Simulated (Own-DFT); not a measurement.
Si12O23 (quartz with two neutral oxygen vacancies, atoms displaced) (calculated)

A calculation, not a measurement: plane-wave PBE and HSE06 DFT by an unreviewed code, no spin, of a simulated cell at Gamma alone, so results move with cell size and shape, stress positive in tension, energies less offsets, not probed for a lower state with spin; oxygen file: force components 24 meV/angstrom off all-electron in a glass; k mesh not checked against a denser one; forces and stress are PBE's, HSE06 gives the energy alone, and its difference from PBE has offsets of its own; offsets are fitted by least squares, one for each functional and potential file, so energies compare only between cells with the same atoms and settings and are not formation energies; the far tail of each file's local potential was reset to the Coulomb form; each entry is a single point on an unrelaxed cell, so the pressure reflects the starting lattice, mostly measured values (interpolated for alloys), from which strain is counted, and rises with the displacements; printed positions are rounded, which can move forces by about a meV/angstrom; the program, named Own-DFT, is a retired in-house code; no spin-orbit coupling. Program: Own-DFT development build.

Common to all runs: first functional PBE; second functional HSE06; exact exchange share 0.25; screening 0.11 1/bohr; exchange divergence Gygi-Baldereschi; potential files PseudoDojo norm-conserving, scalar-relativistic, made for PBE, standard set; wave cutoff 48 hartree; occupations fixed; k mesh 1 x 1 x 1 centred on Gamma.

(1) Si12O23 (quartz with two neutral oxygen vacancies, atoms displaced)

```
Si12O23
1.0
      9.8268     0.0000     0.0000
     -4.9134     8.5103     0.0000
      0.0000     0.0000    10.8104
Si O Si O Si O Si O Si O Si O Si O Si O
3 5 3 6 3 6 3 5 3 6 3 6 3 6 3 6
Direct
  0.24153 0.00310 0.99493
  0.99873 0.23038 0.33273
  0.26905 0.26581 0.16896
  0.43064 0.29651 0.22895
  0.36373 0.07604 0.39128
  0.07245 0.36974 0.44646
  0.12964 0.19729 0.28033
  0.29066 0.43081 0.10465
  0.24230 0.00139 0.50093
  0.99238 0.22870 0.83086
  0.27459 0.27173 0.67440
  0.20455 0.12996 0.55038
  0.42107 0.29749 0.72014
  0.36710 0.07751 0.89694
  0.07766 0.36484 0.94301
  0.14105 0.20561 0.76554
  0.30134 0.42514 0.60870
  0.23285 0.49908 0.00326
  0.00712 0.73261 0.32163
  0.26162 0.76550 0.16506
  0.21105 0.63939 0.06496
  0.43496 0.79964 0.22312
  0.37183 0.57141 0.39791
  0.06350 0.85487 0.44401
  0.13111 0.71369 0.27811
  0.28535 0.91575 0.10606
  0.23134 0.49592 0.49892
  0.99600 0.73196 0.82975
  0.27542 0.76618 0.66951
  0.20218 0.63146 0.55414
  0.42761 0.79269 0.72741
  0.37131 0.57435 0.89413
  0.11982 0.69199 0.78116
  0.29353 0.91775 0.60181
  0.73876 0.99863 0.99658
  0.50108 0.23784 0.32865
  0.76097 0.26729 0.16219
  0.71004 0.13356 0.05297
  0.93003 0.29259 0.22276
  0.86469 0.06754 0.39123
  0.58322 0.36609 0.43959
  0.63532 0.21017 0.26873
  0.79210 0.43185 0.11053
  0.73490 0.00249 0.50726
  0.50456 0.22997 0.82494
  0.76141 0.26260 0.66075
  0.70979 0.12528 0.55591
  0.92658 0.29336 0.72365
  0.86765 0.08415 0.90011
  0.56672 0.36834 0.93942
  0.63088 0.20300 0.77420
  0.79423 0.43244 0.60636
  0.73332 0.49748 0.00467
  0.50236 0.72928 0.33081
  0.76631 0.76832 0.16543
  0.71115 0.63415 0.05908
  0.92587 0.78828 0.22831
  0.86947 0.56245 0.39238
  0.56655 0.86231 0.44509
  0.63480 0.71348 0.28059
  0.79491 0.93120 0.10080
  0.73926 0.50877 0.50092
  0.50717 0.74365 0.82859
  0.76815 0.77246 0.66823
  0.69668 0.62637 0.55851
  0.93385 0.79817 0.71713
  0.86077 0.57010 0.89542
  0.56733 0.86441 0.93528
  0.63355 0.71147 0.77194
  0.80273 0.93776 0.60463
```

- PBE energy of cell above offsets: -14.377 eV
- HSE06 less PBE above offsets: 0.307 eV
- PBE pressure: 9.25 GPa
- PBE stress xx: -16.1 GPa
- PBE stress yy: -4.82 GPa
- PBE stress zz: -6.83 GPa
- PBE stress yz: 3.06 GPa
- PBE stress xz: 0.89 GPa
- PBE stress xy: 3.25 GPa

Force:
```tsv
element	x (eV/Å)	y (eV/Å)	z (eV/Å)
Si	-5.306	-2.282	3.86
Si	-1.416	1.038	1.429
Si	-1.547	-1.75	-1.725
O	-1.247	1.673	-1.764
O	1.663	0.535	-1.574
O	-1.773	-3.524	-2.623
O	2.247	0.726	-1.668
O	2.673	-2.283	3.578
Si	-3.59	-2.427	-1.485
Si	4.173	4.187	-0.96
Si	-6.898	-2.791	-9.051
O	-0.326	2.307	2.817
O	12.56	0.366	5.576
O	3.432	1.981	-4.03
O	-1.399	-1.911	-1.843
O	-6.016	-1.986	5.002
O	-1.914	2.483	-1.787
Si	-0.13	2.874	-2.865
Si	-10.47	0.122	10.04
Si	2.946	-0.759	4.488
O	0.047	-3.236	-2.588
O	-1.086	-0.781	0.084
O	-0.104	-0.56	-0.755
O	1.472	1.074	-0.381
O	12.33	-1.5	-5.5
O	-1.361	3.986	-1.878
Si	2.817	1.424	2.215
Si	-1.156	1.809	2.487
Si	-5.702	-3.594	-2.122
O	0.257	1.349	2.081
O	1.329	1.424	-0.461
O	-0.356	0.763	-0.175
O	4.935	0.551	-3.042
O	0.837	0.825	1.338
Si	-4.709	-0.878	0.736
Si	1.652	-0.729	3.692
Si	3.307	-1.222	0.252
O	-1.078	1.087	0.754
O	-1.096	0.031	-0.466
O	-0.754	-0.178	0.691
O	-0.876	-0.835	-0.388
O	-0.584	-0.914	0.591
O	1.065	-0.25	0.879
Si	3.115	-6.391	-7.953
Si	-6.426	3.31	3.266
Si	0.608	1.646	-0.28
O	-5.859	7.331	4.218
O	-0.811	-0.322	-0.34
O	1.48	-1.597	-2.085
O	0.81	-0.994	-1
O	4.513	-0.839	-2.728
O	1.218	-2.141	1.996
Si	-1.556	-0.388	-2.637
Si	-5.936	2.35	3.185
Si	0.073	-0.442	1.149
O	-1.513	1.532	1.005
O	-2.616	1.051	-2.767
O	0.272	1.6	-1.123
O	0.837	0.487	0.236
O	6.435	-0.362	-3.816
O	2.05	-2.033	2.389
Si	1.496	-1.624	-2.787
Si	-1.33	-4.577	2.539
Si	0.421	-1.174	-2.846
O	-1.732	3.71	2.514
O	-0.237	-0.141	0.53
O	0.414	0.543	-0.761
O	1.278	3.312	2.393
O	2.24	-0.09	-0.765
O	1.912	-1.982	3.013
```

(2) Si12O23 (quartz with two neutral oxygen vacancies, atoms displaced)

```
Si12O23
1.0
      9.8268     0.0000     0.0000
     -4.9134     8.5103     0.0000
      0.0000     0.0000    10.8104
Si O Si O Si O Si O Si O Si O Si O Si O
3 6 3 6 3 5 3 6 3 6 3 6 3 5 3 6
Direct
  0.23731 0.00744 0.99421
  0.99468 0.23457 0.34358
  0.26486 0.26517 0.17057
  0.21164 0.12628 0.05707
  0.43447 0.29630 0.23085
  0.36374 0.08459 0.39535
  0.07483 0.36341 0.44068
  0.13853 0.20160 0.27255
  0.29574 0.42432 0.10777
  0.24027 0.00993 0.50786
  0.00103 0.23244 0.83041
  0.25877 0.25711 0.66400
  0.20493 0.12587 0.55485
  0.43148 0.30186 0.71867
  0.37276 0.07668 0.89081
  0.08242 0.37003 0.93941
  0.13276 0.20318 0.77412
  0.29384 0.43017 0.60179
  0.23887 0.49830 0.99431
  0.00078 0.73379 0.34344
  0.26795 0.76242 0.16442
  0.21769 0.63355 0.05947
  0.43427 0.79808 0.22188
  0.36621 0.56825 0.39222
  0.07528 0.86832 0.43900
  0.28715 0.92281 0.10712
  0.24056 0.49986 0.49896
  0.00517 0.74008 0.83056
  0.26494 0.76414 0.66076
  0.20299 0.62930 0.56371
  0.43030 0.79373 0.72530
  0.37078 0.57582 0.88745
  0.06689 0.86902 0.94961
  0.12885 0.70452 0.77364
  0.29786 0.92885 0.60038
  0.72945 0.00214 0.00717
  0.50125 0.23616 0.33542
  0.76665 0.26058 0.16778
  0.70589 0.13052 0.05465
  0.93433 0.29099 0.22374
  0.86765 0.06868 0.39394
  0.57341 0.36233 0.44461
  0.63154 0.19485 0.27150
  0.79110 0.43104 0.10152
  0.74634 0.01255 0.49848
  0.49511 0.23600 0.82825
  0.76729 0.26039 0.67492
  0.70293 0.13153 0.55943
  0.91898 0.28762 0.72601
  0.86081 0.07315 0.89413
  0.57758 0.36399 0.94905
  0.63596 0.20029 0.77255
  0.78986 0.42228 0.60875
  0.73758 0.50029 0.99663
  0.49818 0.73352 0.32570
  0.76597 0.75497 0.16889
  0.70639 0.62877 0.05818
  0.92542 0.79239 0.22813
  0.58713 0.86939 0.43269
  0.63990 0.70634 0.26948
  0.78240 0.91788 0.10779
  0.73862 0.50580 0.50586
  0.49477 0.72744 0.83315
  0.76721 0.76419 0.67486
  0.71346 0.64198 0.56139
  0.92112 0.78977 0.72989
  0.87564 0.56315 0.88748
  0.56687 0.86381 0.94391
  0.64592 0.71282 0.77218
  0.78646 0.92307 0.60603
```

* PBE energy of cell above offsets: -16.632 eV
* HSE06 less PBE above offsets: 0.196 eV
* PBE pressure: 8.87 GPa
* PBE stress xx: -9.9 GPa
* PBE stress yy: -8.25 GPa
* PBE stress zz: -8.48 GPa
* PBE stress yz: -0.78 GPa
* PBE stress xz: 0.59 GPa
* PBE stress xy: 0.75 GPa

Force:
```tsv
element	x (eV/Å)	y (eV/Å)	z (eV/Å)
Si	3.305	-5.354	0.436
Si	3.056	-1.401	-5.325
Si	3.088	-0.873	-1.883
O	-3.756	6.185	3.728
O	-2.145	0.641	-2.258
O	-0.053	-1.761	0.657
O	-0.034	2.153	2.369
O	-3.771	-0.515	3.138
O	-0.461	1.117	-1.282
Si	3.74	-7.027	-7.207
Si	-2.329	-0.328	2.494
Si	0.274	2.602	-0.95
O	-6.296	6.997	4.705
O	-0.484	-0.502	0.085
O	-0.558	-1.195	-0.52
O	-1.802	-2.785	-2.272
O	1.157	-0.374	-0.829
O	2.509	-3.492	3.52
Si	1.657	1.261	2.737
Si	0.154	-3.506	-2.891
Si	-2.856	0.844	1.843
O	-0.186	-0.918	-1.243
O	-0.432	0.372	-0.743
O	0.671	1.309	-1.519
O	0.821	3.226	2.935
O	0.188	0.786	-1.035
Si	-2.957	1.336	-1.285
Si	-1.848	-1.071	3.907
Si	0.433	1.089	2.99
O	0.336	-1.698	-2.012
O	-1.247	-0.128	-0.925
O	-1.162	-4.816	1.627
O	0.039	-1.326	-2.58
O	3.325	0.754	-2.211
O	1.424	-1.023	2.19
Si	3.637	-5.438	-3.348
Si	2.047	0.063	-0.383
Si	-1.003	1.985	-1.631
O	-3.398	5.062	3.045
O	-0.878	-0.032	0.093
O	1.999	1.123	-1.956
O	0.564	1.503	0.759
O	-0.693	0.375	0.817
O	3.423	-3.425	4.007
Si	-2.335	-5.084	2.232
Si	3.518	2.009	1.279
Si	-4.596	0.427	-5.538
O	-0.321	1.438	0.626
O	6.386	1.13	2.272
O	0.69	0.703	-0.355
O	-2.329	-3.113	-3.56
O	-3.937	-0.522	2.739
O	0.751	-0.282	0.947
Si	1.177	1.867	-1.683
Si	3.094	0.45	2.3
Si	-0.602	2.04	-3.064
O	-0.546	0.702	-0.345
O	2.443	0.055	1.363
O	-0.854	-0.452	-0.328
O	-3.403	-1.618	2.798
O	0.683	0.031	0.495
Si	1.124	0.139	-2.487
Si	3.408	6.274	-1.227
Si	-0.43	2.675	-6.417
O	-0.557	-0.64	-0.092
O	3.201	1.47	0.559
O	-0.968	1.025	0.295
O	-0.016	-0.691	-0.913
O	-5.982	-2.306	5.58
O	0.903	0.478	0.737
```

(3) Si12O23 (quartz with two neutral oxygen vacancies, atoms displaced)

```
Si12O23
1.0
      9.8268     0.0000     0.0000
     -4.9134     8.5103     0.0000
      0.0000     0.0000    10.8104
Si O Si O Si O Si O Si O Si O Si O Si O
3 6 3 4 3 6 3 6 3 6 3 6 3 6 3 6
Direct
  0.22823 0.99821 0.00872
  0.99977 0.23346 0.33459
  0.26406 0.26706 0.16863
  0.20916 0.13157 0.05279
  0.43266 0.29313 0.22489
  0.36084 0.08023 0.38715
  0.07103 0.35993 0.44177
  0.14174 0.20775 0.28323
  0.28955 0.42548 0.09881
  0.23164 0.99303 0.50759
  0.99081 0.23267 0.83177
  0.27667 0.27167 0.66517
  0.20471 0.13312 0.55925
  0.37329 0.08440 0.89123
  0.06465 0.35115 0.94049
  0.30507 0.44288 0.61552
  0.23453 0.49457 0.00473
  0.00368 0.73514 0.33617
  0.25479 0.75638 0.15966
  0.21532 0.63425 0.06620
  0.42093 0.78988 0.22564
  0.36540 0.56667 0.39783
  0.06970 0.86183 0.43042
  0.13484 0.71198 0.27889
  0.28718 0.92048 0.10307
  0.23133 0.49603 0.49897
  0.00511 0.73039 0.83017
  0.26791 0.76347 0.66698
  0.19977 0.62836 0.56360
  0.43521 0.79519 0.72169
  0.36585 0.56809 0.89986
  0.05339 0.85508 0.94447
  0.12844 0.70989 0.77316
  0.29029 0.92363 0.60366
  0.72659 0.00267 0.99802
  0.49756 0.23288 0.33317
  0.76491 0.26404 0.16121
  0.72101 0.13569 0.04955
  0.93951 0.29710 0.22472
  0.86591 0.07100 0.39225
  0.58593 0.37209 0.43615
  0.62349 0.20581 0.26782
  0.80306 0.42933 0.10153
  0.73722 0.99559 0.50241
  0.49662 0.23465 0.83362
  0.75817 0.25716 0.66871
  0.70642 0.14131 0.56744
  0.92069 0.29541 0.72141
  0.87416 0.07617 0.89870
  0.55764 0.35470 0.93716
  0.63938 0.21495 0.78387
  0.78453 0.42702 0.60788
  0.73366 0.50327 0.99266
  0.50260 0.73311 0.33150
  0.77044 0.76425 0.16590
  0.71389 0.63529 0.05208
  0.92301 0.79706 0.21309
  0.86427 0.57393 0.38521
  0.56454 0.85561 0.44265
  0.64448 0.71042 0.27337
  0.79709 0.92098 0.10673
  0.72935 0.50729 0.50204
  0.49973 0.73914 0.83335
  0.76216 0.76023 0.66368
  0.71321 0.64809 0.54933
  0.93549 0.79907 0.72536
  0.86002 0.56539 0.89034
  0.57706 0.86285 0.94645
  0.63410 0.70204 0.77168
  0.79026 0.91828 0.61231
```

- PBE energy of cell above offsets: -14.098 eV
- HSE06 less PBE above offsets: 0.257 eV
- PBE pressure: 9.2 GPa
- PBE stress xx: -6.69 GPa
- PBE stress yy: -12.17 GPa
- PBE stress zz: -8.75 GPa
- PBE stress yz: -3.82 GPa
- PBE stress xz: 0.95 GPa
- PBE stress xy: 3.04 GPa

Force:
```tsv
element	x (eV/Å)	y (eV/Å)	z (eV/Å)
Si	1.055	-3.236	-6.554
Si	0.909	-0.498	-0.504
Si	1.773	-0.993	-0.603
O	-3.426	5.131	3.692
O	-2.848	0.895	-2.066
O	-1.312	-3.303	2.859
O	-0.361	0.629	1.043
O	-0.094	0.034	-0.681
O	4.36	-3.598	5.959
Si	-3.084	2.714	-5.879
Si	3.373	0.158	-4.031
Si	-0.509	-0.426	3.687
O	0.061	-0.453	-0.441
O	-3.026	-6.791	3.458
O	0.972	4.336	3.207
O	-0.116	-0.307	-1.081
Si	-4.993	0.71	-5.843
Si	-3.83	-2.574	-5.34
Si	0.278	4.512	6.854
O	-0.108	-5.067	-5.039
O	0.542	-0.174	0.362
O	1.052	1.29	-1.994
O	0.77	5.576	5.618
O	2.832	-0.59	-2.275
O	1.249	-0.329	1.214
Si	0.502	0.273	2.094
Si	-8.377	0.821	3.769
Si	-0.802	-0.594	0.148
O	-0.072	-0.007	-0.387
O	-1.462	0.537	-0.474
O	0.643	2.359	-1.995
O	2.249	1.772	0.831
O	8.219	-0.666	-3.369
O	2.812	-1.758	3.048
Si	9.444	-4.778	-0.416
Si	-0.118	2.388	0.908
Si	0.615	0.727	1.415
O	-5.102	6.529	4.32
O	-2.744	-0.328	-1.494
O	-0.594	-0.894	0.713
O	-2.342	-2.253	-1.052
O	4.181	-0.495	-2.14
O	-0.861	-0.062	-0.634
Si	-2.065	0.341	0.389
Si	-0.892	1.466	-5.61
Si	-2.555	6.194	3.015
O	1.667	-7.25	-6.357
O	2.068	0.482	1.308
O	-1.516	-2.784	0.281
O	1.19	5.596	4.253
O	0.667	-0.82	-0.459
O	-0.008	-0.072	0.455
Si	-0.39	-3.877	1.29
Si	-0.543	-1.448	-1.237
Si	-4.743	-1.497	-3.707
O	-1.909	1.029	1.188
O	9.329	0.388	5.202
O	-1.007	-1.149	1.634
O	1.165	2.578	1.726
O	-2.497	-1.034	1.784
O	-2.968	3.089	-2.321
Si	4.544	-0.857	-1.302
Si	2.353	-3.001	1.336
Si	2.829	-0.135	3.54
O	-1.121	-0.299	-0.594
O	-1.466	-0.807	-1.088
O	2.144	1.325	-2.881
O	-2.56	-2.403	-1.952
O	-1.658	-0.247	1.158
O	-1.771	3.973	-1.96
```
